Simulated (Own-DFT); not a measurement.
Simulation results for Hf36O71 (tetragonal hafnia with one neutral oxygen vacancy, atoms displaced)

A calculation, not a measurement: plane-wave PBE and HSE06 DFT by an unreviewed code, no spin, of a simulated cell at Gamma alone, so results move with cell size and shape, stress positive in tension, energies less offsets, not probed for a lower state with spin; hafnium file: forces about 75 meV/angstrom off all-electron values; oxygen file: force components 24 meV/angstrom off all-electron in a glass; k mesh not checked against a denser one; forces and stress are PBE's, HSE06 gives the energy alone, and its difference from PBE has offsets of its own; offsets are fitted by least squares, one for each functional and potential file, so energies compare only between cells with the same atoms and settings and are not formation energies; the far tail of each file's local potential was reset to the Coulomb form; each entry is a single point on an unrelaxed cell, so the pressure reflects the starting lattice, taken from the Materials Project, from which strain is counted, and rises with the displacements; printed positions are rounded, which can move forces by about a meV/angstrom; the program is a retired in-house code; no spin-orbit coupling. Program: Own-DFT development build.

Common to all runs: first functional PBE; second functional HSE06; exact exchange share 0.25; screening 0.11 1/bohr; exchange divergence Gygi-Baldereschi; potential files PseudoDojo norm-conserving, scalar-relativistic, made for PBE, standard set; wave cutoff 48 hartree; occupations fixed; k mesh 1 x 1 x 1 centred on Gamma.

(1) 
```xyz
107
Lattice="10.7800 0.0000 0.0000 0.0000 10.7800 0.0000 0.0000 0.0000 10.4493" Properties=species:S:1:pos:R:3:force_x:R:1:force_y:R:1:force_z:R:1 formula=Hf36O71 PBE_energy_of_cell_above_offsets=-101.008 HSE06_less_PBE_above_offsets=-0.143 PBE_pressure=1.08 PBE_stress_xx=-0.14 PBE_stress_yy=-1.2 PBE_stress_zz=-1.89 PBE_stress_yz=0.14 PBE_stress_xz=0.34 PBE_stress_xy=0.06
Hf    10.7731    10.7684     0.0094      0.696     -0.334     -0.451
Hf     1.8246     1.8064     2.6627     -0.204      0.312     -0.873
O     10.7660     1.8020     1.6004      0.031     -0.231      0.312
O      1.7989     0.0221     3.6371     -0.117      -0.31     -0.119
O     10.7414     1.8328     4.2208      0.137     -0.921     -0.267
O      1.7888    10.7515     0.9843      0.023      0.079      0.492
Hf    10.7585     0.0058     5.2068      0.337       -0.5      0.093
Hf     1.7550     1.8078     7.8786       0.44     -0.298     -0.805
O     10.7689     1.8462     6.7862     -0.099     -0.327      0.308
O      1.7800     0.0511     8.8730      0.241     -1.325     -0.083
O      0.0405     1.7590     9.4435     -0.326      0.948     -0.024
O      1.8000     0.0265     6.2397      -0.34     -0.436     -0.361
Hf     0.0145     3.6267    10.4492     -0.327      -0.79       0.11
Hf     1.7710     5.3468     2.6097      0.447      1.038     -0.282
O      0.0053     5.3935     1.6128     -0.437      -0.14      -0.38
O      1.7867     3.6280     3.6114      0.145     -1.154      0.716
O      0.0083     5.3523     4.2084      0.002      0.792       0.83
O      1.8125     3.5903     1.0822     -0.099      0.243     -1.138
Hf     0.0042     3.5555     5.2700     -0.195      0.483     -0.069
Hf     1.8377     5.4078     7.8667     -1.077      0.454     -0.925
O      1.7648     3.6168     8.7845       0.07     -0.329      1.391
O     10.7623     5.3807     9.4157     -0.123      0.289     -0.146
O      1.7847     3.5958     6.2473      0.133      0.611     -0.259
Hf    10.7072     7.1898     0.0079      1.787      0.432     -0.382
Hf     1.8022     8.9608     2.6063     -1.383      0.062     -0.227
O     10.7543     8.9796     1.5573     -0.076      0.116      0.367
O      1.8148     7.2101     3.5927      0.336     -0.767       0.87
O     10.7742     8.9338     4.1556      0.079      0.545      0.713
O      1.7610     7.2225     1.0530       0.81      0.188     -1.055
Hf     0.0123     7.1433     5.2758       0.69      0.319     -0.542
Hf     1.8201     8.9956     7.8053     -0.788      0.055       0.29
O     10.7623     8.9750     6.8105      0.194      0.135     -0.237
O      1.7720     7.1824     8.7750      0.184      0.381      1.019
O     10.7735     8.9731     9.4070     -0.128      0.129      0.083
O      1.8225     7.1877     6.3288     -0.246     -0.351     -1.643
Hf     3.5574    10.7333     0.0034      0.199      1.176     -0.164
Hf     5.4396     1.8146     2.6142     -1.245     -0.543      0.106
O      3.5915     1.8263     1.5660      0.206     -0.056      0.525
O      5.4005     0.0082     3.6564     -0.023     -0.288     -0.295
O      3.5983     1.7954     4.2094     -0.261      0.091     -0.195
O      5.3791     0.0645     1.0472      0.171     -0.457     -0.303
Hf     3.6241    10.7738     5.1726     -0.753      0.984       1.38
Hf     5.4321     1.7740     7.8430     -1.002      0.004     -0.427
O      3.5242     1.7947     6.8578        1.3       0.21     -0.205
O      5.3692     0.0075     8.8533      0.107      -0.52      -0.01
O      3.5935     1.7713     9.4033      0.033      0.601      0.699
O      5.4202     0.0464     6.2263     -0.772     -0.329      0.176
Hf     3.6041     3.5754    10.4163     -0.504     -0.768       0.77
Hf     5.3844     5.3887     2.6243     -0.017     -1.081     -0.232
O      3.5818     5.4336     1.6063      0.431      0.054      0.023
O      5.3997     3.5165     3.6805     -0.078      1.438     -0.765
O      3.5802     5.3636     4.2170      0.442      0.457     -0.097
O      5.3830     3.6659     1.0264     -0.078      -0.46      0.233
Hf     3.6056     3.5902     5.2414     -0.574      -0.53      0.064
Hf     5.3322     5.3778     7.8462      0.575      0.084     -0.234
O      3.5975     5.4097     6.8011      0.375     -0.221       0.09
O      5.4245     3.6131     8.8839     -0.198     -0.129     -0.233
O      3.5175     5.3608     9.4346      0.674      0.904     -0.041
O      5.3779     3.5549     6.1964      0.148      0.371      1.064
Hf     3.6869     7.2314    10.4478     -2.281     -1.104      0.294
Hf     5.3840     8.9664     2.6428      0.265      0.946     -0.506
O      3.5856     9.0610     1.6287       0.95     -0.547     -0.674
O      5.3850     7.1842     3.5939     -0.265      0.255      0.569
O      3.5680     9.0198     4.2105      0.456     -0.903     -0.432
O      5.4082     7.1715     1.0328     -0.372      0.343       0.22
Hf     3.6261     7.1908     5.1727     -0.985     -0.228      0.765
Hf     5.3873     8.9881     7.8435      0.002       0.56     -0.361
O      3.5793     8.9685     6.8110      0.876      0.217     -0.238
O      5.3843     7.2062     8.8681     -0.344     -0.664      0.168
O      3.5600     8.9643     9.3812      0.209      0.183      0.544
O      5.3926     7.1971     6.2277     -0.215      0.048     -0.134
Hf     7.1912    10.7549     0.0580     -0.763      0.017     -0.886
Hf     8.9514     1.7959     2.5942      1.356      0.462      0.849
O      7.2011     1.7656     1.6145     -0.099      0.269     -0.568
O      9.0036    10.7313     3.6306     -0.174      0.748     -0.348
O      7.1869     1.7991     4.2176      0.368     -0.133     -0.314
O      8.9885    10.7309     0.9509     -0.457      0.313      0.956
Hf     7.1556    10.7308     5.1725      0.636      1.539      1.185
Hf     9.0138     1.7301     7.8492     -0.597      1.047     -0.524
O      7.1613     1.7868     6.8084       0.76      0.304      0.484
O      9.0171    10.7785     8.8230     -0.257     -0.657      0.539
O      7.1931     1.7991     9.4482     -0.231     -0.593       0.12
O      8.9685     0.0267     6.2707      0.058     -0.165     -0.625
Hf     7.1417     3.5705     0.0042      1.078      0.684      -0.23
Hf     8.9901     5.3731     2.6273      0.001     -0.003     -0.423
O      7.1942     5.3935     1.5775     -0.316      0.121      0.836
O      9.0042     3.6211     3.6350     -0.578     -0.567     -0.164
O      7.1196     5.3906     4.2411      0.058      0.192     -0.111
O      8.9822     3.6225     1.0110     -0.194     -0.274      0.033
Hf     7.1936     3.6152     5.2531     -0.117     -0.789      -0.16
Hf     9.0070     5.4037     7.8469      0.434     -0.888     -0.039
O      7.1498     5.4223     6.8864      0.162     -0.065     -0.173
O      8.9997     3.5622     8.8614     -0.013      0.398     -0.282
O      7.2047     5.4170     9.5031     -0.181     -1.018     -0.795
O      8.9590     3.6032     6.2504       0.38      0.666       0.12
Hf     7.1406     7.1436    10.4207      1.104      0.689      0.582
Hf     8.9620     8.9758     2.5974      1.072     -0.393      0.028
O      7.1818     8.9853     1.5892     -0.503      0.147      0.296
O      8.9524     7.1749     3.6153     -0.316     -0.018      0.019
O      7.1754     9.0094     4.2057     -0.222     -1.327     -0.484
O      8.9904     7.1637     0.9515     -1.147      0.103      0.729
Hf     7.1901     7.1911     5.2399      0.241     -0.101      0.085
Hf     9.0021     8.9621     7.8386      0.101      0.554     -0.223
O      7.1525     8.9839     6.8028      0.517     -0.184      0.165
O      8.9898     7.2010     8.8369     -0.169     -0.299     -0.013
O      7.1392     8.9786     9.4579       0.11      0.153     -0.274
O      8.9974     7.1882     6.2346     -0.366     -0.427      0.129
```

Units: PBE_energy_of_cell_above_offsets, HSE06_less_PBE_above_offsets in eV; PBE_pressure, PBE_stress_xx, PBE_stress_yy, PBE_stress_zz, PBE_stress_yz, PBE_stress_xz, PBE_stress_xy in GPa; force_x, force_y, force_z in eV/Å.

(2) 
```xyz
107
Lattice="10.7800 0.0000 0.0000 0.0000 10.7800 0.0000 0.0000 0.0000 10.4493" Properties=species:S:1:pos:R:3:force_x:R:1:force_y:R:1:force_z:R:1 formula=Hf36O71 PBE_energy_of_cell_above_offsets=-81.906 HSE06_less_PBE_above_offsets=0.845 PBE_pressure=7.55 PBE_stress_xx=-11.7 PBE_stress_yy=-3.64 PBE_stress_zz=-7.31 PBE_stress_yz=0.11 PBE_stress_xz=0.41 PBE_stress_xy=-0.09
Hf     0.0162     0.0500     0.0502     -2.492      0.568     -2.033
Hf     1.7090     1.7522     2.5262       -1.5     -0.667      1.529
O     10.7134     1.8995     1.6267     -0.398     -0.233       -0.8
O      1.7532    10.7271     3.6741      1.149      0.284      0.062
O      0.0190     1.6801     4.2606      0.789      1.891      0.034
O      1.7075     0.0430     1.0634      2.295      0.393      -0.13
Hf     0.0084    10.6658     5.2441     -0.328      0.569      0.229
Hf     1.7983     1.9084     7.7908     -0.417     -0.998      0.966
O      0.0297     1.7862     6.7359      1.316      0.419      0.417
O      1.8481     0.1642     8.8494      0.248     -2.582     -0.369
O      0.0948     1.9254     9.4847     -0.437      0.136      0.029
Hf    10.7207     3.7222     0.1040      1.075     -1.862     -0.231
Hf     1.6711     5.3350     2.7646       1.56       1.47     -1.676
O     10.7272     5.4175     1.6538     -0.402     -1.034     -0.062
O      1.8477     3.4990     3.5733     -0.838      0.758      1.611
O     10.6477     5.4244     4.3020      1.792     -1.481     -0.934
O      1.7921     3.4853     1.0658     -1.365      1.383     -0.449
Hf     0.0210     3.6080     5.2119     -0.342     -3.359     -1.417
Hf     1.6575     5.4330     7.8621      2.847     -0.191      0.626
O     10.6520     5.5529     6.9136      7.328     -0.845     -3.576
O      1.8049     3.6303     8.9018     -0.077       1.65      0.261
O      0.0151     5.5169     9.5116     -0.926     -1.649     -0.942
O      1.8248     3.4821     6.3835     -1.428      0.888     -1.774
Hf    10.6349     7.2973    10.4029      2.835      1.436      0.998
Hf     1.9850     8.9983     2.6175     -3.886     -0.024      0.408
O      0.1763     8.9333     1.6382      -2.56     -0.069     -0.661
O      1.7511     7.2719     3.5677      0.421      -1.81      0.996
O     10.7140     8.8866     4.2102     -0.487       1.71     -0.524
O      1.8848     7.1245     1.0449     -1.523     -0.311     -1.109
Hf    10.7504     7.1871     5.1372      0.387      1.573      1.806
Hf     2.0130     8.9335     7.6814      -8.32      1.441       3.03
O      0.0261     9.0012     6.8275      2.265     -0.057     -0.478
O      1.7149     7.2033     8.9225      1.031      0.596     -0.861
O     10.7258     9.0445     9.4353     -0.144      0.017      0.906
O      1.8838     7.2244     6.1560      0.128     -0.002      0.547
Hf     3.6241     0.0147    10.3434     -0.205      1.593      0.489
Hf     5.2841     1.7780     2.5616      0.601      0.533      1.333
O      3.5098     1.9466     1.6398      1.458     -0.593     -0.752
O      5.3506    10.6798     3.5928      0.659      1.294      1.192
O      3.6822     1.7706     4.3104      0.113     -2.002     -1.545
O      5.3965     0.1119     1.1051     -2.756      0.038      0.729
Hf     3.6290    10.6505     5.1728     -2.335      4.499      1.263
Hf     5.2852     1.8140     7.8503      3.437     -0.352      1.365
O      3.6115     1.6424     6.7449     -0.983      0.868      0.763
O      5.4027     0.0110     8.9732     -2.167     -0.053     -1.718
O      3.5474     1.8635     9.3822      0.965      0.009      0.362
O      5.2867    10.7408     6.3059      1.365     -1.257     -0.306
Hf     3.4922     3.6000     0.0126      0.901      1.201      -0.56
Hf     5.4675     5.4088     2.4267     -5.333     -2.189      2.943
O      3.6034     5.4265     1.6224      0.182     -0.515     -0.549
O      5.3878     3.4891     3.6594      0.227      1.642     -1.769
O      3.4864     5.3266     4.1234      0.823      1.326      1.563
O      5.4372     3.6261     0.9229     -0.502     -0.059          2
Hf     3.5892     3.4775     5.2630      0.405      1.756     -0.347
Hf     5.4719     5.4084     7.9134     -2.649     -1.781     -0.375
O      3.3989     5.2147     6.8323       2.28      1.335     -0.175
O      5.3631     3.7365     8.9977      0.281     -2.103     -1.971
O      3.6759     5.4654     9.3607     -0.851      0.241      1.289
O      5.4326     3.6126     6.1165     -1.142     -0.233      1.857
Hf     3.5179     7.2125    10.4134     -0.727     -0.909      0.869
Hf     5.5172     8.9084     2.7195     -0.255      3.615     -4.553
O      3.5189     8.8868     1.5597      4.094      0.868      -1.26
O      5.4199     7.2553     3.5124     -0.022     -3.785      3.345
O      3.6714     9.0278     4.2183      0.257     -3.694     -0.909
O      5.4476     7.2292     1.0868      0.022      -0.62     -0.893
Hf     3.7233     7.1522     5.1772     -3.721     -2.244     -0.978
Hf     5.2698     8.9955     7.7293      6.517      1.694      3.942
O      3.6029     8.9227     6.8707      2.725      -0.33     -4.337
O      5.5301     7.1650     8.7710     -0.219      1.766      0.793
O      3.7262     9.0987     9.3961     -0.771     -2.725     -0.937
O      5.4256     7.2383     6.1973     -0.791      0.195      0.359
Hf     7.1235     0.0047     0.1825       -1.8     -0.841     -6.325
Hf     8.8121     1.7712     2.5510      9.898     -0.014      6.109
O      7.3267     1.7522     1.7664     -11.72      1.028       -5.1
O      8.9296     0.0444     3.5358      0.238      -1.97      0.107
O      7.1850     1.7643     4.2812     -0.502     -0.067      0.047
O      8.7455     0.1214     0.9253      8.044     -0.232       2.29
Hf     7.0242    10.7145     5.1007      3.409      2.416      2.826
Hf     9.1242     1.9117     7.7608     -2.791     -4.269      1.278
O      7.2160     1.6845     6.9240     -1.223      1.283     -1.112
O      8.9548     0.1689     8.8183      2.401     -0.882     -0.717
O      7.1844     1.5626     9.3610     -1.257      4.256      2.158
O      9.0626     0.0419     6.2246     -0.716     -0.072     -1.313
Hf     7.1998     3.6618    10.4230     -1.372     -4.113     -3.184
Hf     8.7268     5.4032     2.4755      10.46     -0.803      6.984
O      7.2092     5.3352     1.6687     -5.531       0.14     -6.166
O      8.9984     3.5462     3.6952     -0.537      1.142     -1.551
O      7.1343     5.4008     4.1329     -0.156      0.549      0.282
O      8.8555     3.5854     0.9594      1.768      1.095      1.185
Hf     7.2242     3.5849     5.2412     -0.469     -1.264      -1.06
Hf     9.1365     5.4165     7.7723     -7.777      0.026       3.15
O      7.1423     5.3432     6.9433      1.794      0.512     -1.949
O      8.8519     3.5944     8.7887      0.826      1.583      0.704
O      7.1832     5.3761     9.4740      0.084      1.406      0.681
O      8.9995     3.6843     6.1180       1.14      0.195       1.91
Hf     7.1271     7.1079     0.0151      0.636      3.921     -2.838
Hf     9.0009     8.8618     2.6644      2.097      3.036      -0.26
O      7.2734     9.0759     1.6301     -1.457     -1.546     -0.166
O      8.9503     7.2504     3.7408     -0.818     -2.618     -0.829
O      7.3606     9.0379     4.1005     -2.344     -2.127      0.698
O      8.9705     7.1006     1.1290     -1.478      0.458     -1.017
Hf     7.0965     7.1810     5.1696      4.643      0.284      0.813
Hf     9.0201     8.9721     7.7675      1.098      4.444      1.437
O      7.4195     9.0556     6.7875     -5.726     -0.515     -2.922
O      8.9308     7.2556     8.6240      0.439     -2.908      3.892
O      7.2638     9.1020     9.2868     -0.679     -1.948      2.533
O      9.0700     7.1995     6.2687     -2.094     -0.623     -1.526
```

Units: PBE_energy_of_cell_above_offsets, HSE06_less_PBE_above_offsets in eV; PBE_pressure, PBE_stress_xx, PBE_stress_yy, PBE_stress_zz, PBE_stress_yz, PBE_stress_xz, PBE_stress_xy in GPa; force_x, force_y, force_z in eV/Å.
